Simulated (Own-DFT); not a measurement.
# Energy and forces against displacement in diamond germanium, 16 atoms (Ge16)

These are calculations, not measurements. They come from Own-DFT, an in-house plane-wave density functional program, since retired, whose code no person has reviewed. Each row is one single-point run on a periodic cell that was not relaxed, without spin or spin-orbit coupling.

Settings of every run: PBE; PseudoDojo norm-conserving scalar-relativistic files; cutoff 42 hartree; 5 x 5 x 5 k mesh centred on Gamma; Fermi-Dirac smearing of 0.1 eV.

Known limits: k mesh not checked against a denser one; stress not checked against mesh or cutoff.

Cell vectors in Å: (0.000, 5.658, 5.658); (5.658, 0.000, 5.658); (5.658, 5.658, 0.000). In each run every atom was moved at random and independently from its ideal site; u is the rms move along one axis. E is the free energy for each atom above the fitted value at u = 0, and F the rms of the force components.

```
run,u (Å),E (meV/atom),F (eV/Å),largest force (eV/Å),P (GPa)
1,0.0181,3.6,0.239,0.59,3.85
2,0.0186,?,?,?,?
3,0.0190,6.6,0.310,0.87,3.90
4,0.0422,35.7,0.680,2.14,4.31
5,0.0471,37.1,0.688,1.87,4.26
6,0.0527,42.6,0.729,1.82,4.33
7,0.1019,142.6,1.225,3.01,5.50
8,0.1054,182.3,1.589,4.97,6.12
9,0.1121,217.7,1.723,7.30,6.38
10,0.1519,439.1,3.095,10.39,9.46
```

## Worked fit

For small independent moves the energy grows as E = (3/2) K u², with K the mean stiffness felt by one atom. The runs with u up to 0.11 Å give K = 10.7 ± 0.8 eV/Å², with residuals divided by u² + 0.0006 Å², since the noise grows with the moves. The scatter is 6.0 meV/atom at u = 0.05 Å. The forces follow F = G u with G = 14.5 eV/Å²; no force at u = 0 is resolved. G exceeds K because the moves of its neighbours add to the force on an atom, and stiffness differs between atoms. At u = 0.152 Å the parabola gives 371 meV/atom and the run 439. The pressure follows P = 3.85 + 183 u² GPa: at fixed volume, shortened bonds push harder than stretched ones pull.

## Withheld run

Question: what energy and rms force should run 2 give?

The fit gives 6 ± 2 meV/atom and about 0.27 eV/Å. The calculation gave 5.0 meV/atom and 0.268 eV/Å.
